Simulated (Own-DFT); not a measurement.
# Computed records: Si3Ge (diamond-structure random alloy, atoms displaced)

A calculation, not a measurement: plane-wave density functional theory by an unreviewed code, no spin, of a simulated periodic cell, stress positive in tension, run twice, with PBE and with PBEsol, both on files made for PBE, so the change isn't that of files made for PBEsol, forces on such cells passed a denser k mesh, this cell's mesh not checked; the far tail of each file's local potential was reset to the Coulomb form; each entry is a single point on an unrelaxed cell, so the pressure reflects the starting lattice, mostly measured values (interpolated for alloys), from which strain is counted, and rises with the displacements; printed positions are rounded, which can move forces by about a meV/angstrom; the program, named Own-DFT, is a retired in-house code; no spin-orbit coupling; stress was not checked against mesh or cutoff. Program: Own-DFT development build.

```xyz
64
Lattice="10.9755 0.0000 0.0000 0.0000 10.9755 0.0000 0.0000 0.0000 10.9755" Properties=species:S:1:pos:R:3:PBE_force_x:R:1:PBE_force_y:R:1:PBE_force_z:R:1:PBEsol_force_x:R:1:PBEsol_force_y:R:1:PBEsol_force_z:R:1 formula=Si3Ge functional=PBE,then_PBEsol potential_files=PseudoDojo_norm-conserving,scalar-relativistic,standard_set wave_cutoff=42 occupations=Fermi-Dirac smearing_width=0.1 k_mesh=3_x_3_x_3_centred_on_Gamma PBE_pressure=2.92 PBE_stress_xx=-2.8 PBE_stress_yy=-2.99 PBE_stress_zz=-2.96 PBE_stress_yz=-0.59 PBE_stress_xz=-1.11 PBE_stress_xy=-0.11 PBEsol_pressure=1.12 PBEsol_stress_xx=-1 PBEsol_stress_yy=-1.2 PBEsol_stress_zz=-1.16 PBEsol_stress_yz=-0.58 PBEsol_stress_xz=-1.08 PBEsol_stress_xy=-0.11 rms_change_of_force_components_from_PBE_to_PBEsol=0.049
Ge     0.0056     0.0972    10.9377     -0.054     -1.152      0.623     -0.126     -1.112       0.59
Si    10.9181     2.7680     2.7309       1.37     -0.158      0.689      1.329     -0.205      0.736
Ge     2.6762     0.0047     2.6472      0.788      0.476      1.848      0.827      0.414      1.753
Ge     2.7887     2.8380     0.0667     -0.916     -1.427     -0.737     -0.939     -1.361     -0.758
Si     1.3577     1.3507     1.3931     -0.435      1.788     -0.425      -0.39      1.704     -0.461
Si     1.3365     4.2003     4.2020     -0.041     -0.814     -1.175     -0.045     -0.806     -1.172
Si     4.2512     1.2752     4.1115     -0.931      1.361      0.134     -0.956      1.298      0.093
Si     3.9529     4.2020     1.4391      2.703     -0.221      0.031      2.623     -0.278     -0.034
Si    10.9191     0.0356     5.5882      1.425      0.054     -1.962      1.432      0.177     -1.957
Si    10.9451     2.7755     8.3189     -0.502     -0.857     -2.171     -0.457     -0.875     -2.078
Si     2.7287    10.9664     8.3029      0.371     -0.771     -0.589      0.313     -0.727     -0.629
Si     2.7045     2.8503     5.4977      0.683     -1.523     -1.396      0.621     -1.566     -1.353
Ge     1.4595     1.3225     6.7860     -0.565      1.015      1.301     -0.551      0.989      1.271
Ge     1.2948     4.0931     9.5715       0.98      0.119      0.605      1.003      0.178       0.64
Si     4.0853     1.3707     9.5843      0.494      0.456       0.24      0.488      0.459      0.326
Si     4.0456     4.0596     6.8233      1.453      0.843      0.949      1.405      0.875      0.993
Ge     0.0364     5.5336    10.9348     -1.456     -0.626      0.603     -1.375     -0.659      0.537
Si     0.0097     8.2947     2.7607      0.367     -1.574      0.383      0.314     -1.499      0.319
Si     2.7105     5.4973     2.7664     -1.157      0.643      0.427     -1.108      0.696      0.486
Si     2.6997     8.3117     0.0124      0.007     -0.882     -0.168       0.05     -0.819     -0.112
Si     1.3117     6.8289     1.3483      1.054      1.314      0.886      0.989       1.24      0.819
Si     1.3350     9.6760     4.0647     -0.305      -0.14      1.026     -0.256     -0.072      0.964
Ge     4.0742     6.8676     4.1494      0.058     -0.391     -0.126      0.054     -0.384     -0.126
Ge     4.1076     9.6647     1.3816      0.408         -1       -0.7      0.387     -0.894     -0.674
Si     0.0216     5.4935     5.5328      -0.39      0.718      0.393     -0.381      0.721      0.412
Ge     0.0520     8.1833     8.2731     -0.801      0.144       0.04     -0.776      0.142      0.046
Ge     2.7399     5.5042     8.3139      0.264     -0.244     -1.213      0.205     -0.279     -1.143
Si     2.6992     8.2631     5.4140     -0.119      0.647      0.957     -0.069      0.594      0.893
Si     1.4155     6.9036     6.8896      0.117     -0.527     -0.839      0.113     -0.522     -0.728
Si     1.3088     9.6036     9.6229      0.858      0.375      0.176      0.734      0.366      0.166
Si     4.0643     6.9267     9.5673      1.234      0.339      0.983      1.172      0.288      0.926
Si     4.1694     9.5812     6.8609     -0.759      0.729      -0.31     -0.762      0.721     -0.316
Ge     5.5682     0.0351    10.9522     -2.341     -0.424     -0.913     -2.226     -0.453      -0.83
Si     5.5327     2.8010     2.7158     -1.068     -0.506      0.065     -1.018     -0.538     -0.001
Si     8.1873    10.9438     2.7191      0.819     -0.455      0.553      0.858      -0.39      0.481
Si     8.2064     2.6938     0.0718     -0.345      0.625     -0.858     -0.353      0.529     -0.855
Ge     6.8478     1.2364     1.3586        0.8       2.45      1.128       0.73       2.33      1.037
Si     6.8027     4.1412     4.1439      0.983     -0.445     -0.455      0.983     -0.444     -0.446
Ge     9.6266     1.3261     4.1037     -0.804      0.294      0.061      -0.79      0.282      0.055
Si     9.6034     4.0344     1.3875     -0.549       1.01     -0.628     -0.504      1.039      -0.67
Si     5.6207     0.0168     5.5767     -1.346     -1.113      -1.25     -1.319     -1.115     -1.232
Si     5.5385     2.6865     8.2267     -1.413      0.385     -0.222     -1.395      0.383     -0.221
Si     8.1791    10.9285     8.1458      0.714     -0.594      0.857      0.708     -0.597      0.922
Si     8.1675     2.6715     5.4996      0.299      0.964      0.037      0.342      0.904     -0.007
Si     6.8297     1.3387     6.8929      0.925      0.669      0.178      0.916      0.674      0.185
Si     6.7424     4.1077     9.5919      1.686     -0.146      0.282      1.672     -0.145      0.272
Ge     9.5543     1.3660     9.5914     -0.997      0.387     -0.554     -0.922       0.33     -0.487
Si     9.5737     4.1596     6.8595      0.344     -1.069     -0.096      0.339      -1.07     -0.111
Si     5.5079     5.4477     0.0357     -1.091       1.04      0.174     -1.081      1.031      0.184
Si     5.3871     8.2153     2.7737       1.23      0.145     -0.413      1.116       0.14     -0.408
Si     8.1844     5.4545     2.6728      1.394     -0.693      1.595      1.388     -0.698      1.582
Si     8.1866     8.2871     0.0130      0.772     -1.915      0.879      0.752     -1.777      0.869
Si     6.9176     6.8154     1.4570     -1.359      1.131     -1.219     -1.352       1.14     -1.208
Si     6.8455     9.6216     4.0359     -0.058     -0.653      1.167      -0.07     -0.655      1.143
Si     9.6625     6.8123     4.0989     -0.931      0.461      0.146     -0.925      0.449      0.135
Ge     9.6127     9.5328     1.4103      -0.32      1.161     -0.674     -0.292      1.171      -0.69
Si     5.5003     5.4845     5.4614     -0.984     -0.451      0.562     -1.038     -0.397      0.514
Si     5.5326     8.2674     8.1519     -0.858     -1.352      0.327     -0.787     -1.287      0.383
Si     8.3144     5.4908     8.2503     -1.885      0.019     -0.259     -1.866      0.017     -0.251
Si     8.1914     8.2406     5.5521        1.2      0.425      -1.22      1.192       0.44     -1.195
Si     6.8082     6.8535     6.7673      0.866     -0.229      1.358      0.854     -0.239      1.346
Ge     6.7796     9.4741     9.7046      0.676      0.987     -1.978      0.612      1.024     -1.881
Si     9.5307     6.8512     9.6424      0.048      0.678      0.029      0.144      0.673      0.041
Si     9.7831     9.6595     6.8631      -2.61     -1.497      0.859     -2.536     -1.555      0.915
```

Units: wave_cutoff in hartree; smearing_width in eV; PBE_pressure, PBE_stress_xx, PBE_stress_yy, PBE_stress_zz, PBE_stress_yz, PBE_stress_xz, PBE_stress_xy, PBEsol_pressure, PBEsol_stress_xx, PBEsol_stress_yy, PBEsol_stress_zz, PBEsol_stress_yz, PBEsol_stress_xz, PBEsol_stress_xy in GPa; rms_change_of_force_components_from_PBE_to_PBEsol, PBE_force_x, PBE_force_y, PBE_force_z, PBEsol_force_x, PBEsol_force_y, PBEsol_force_z in eV/Å.
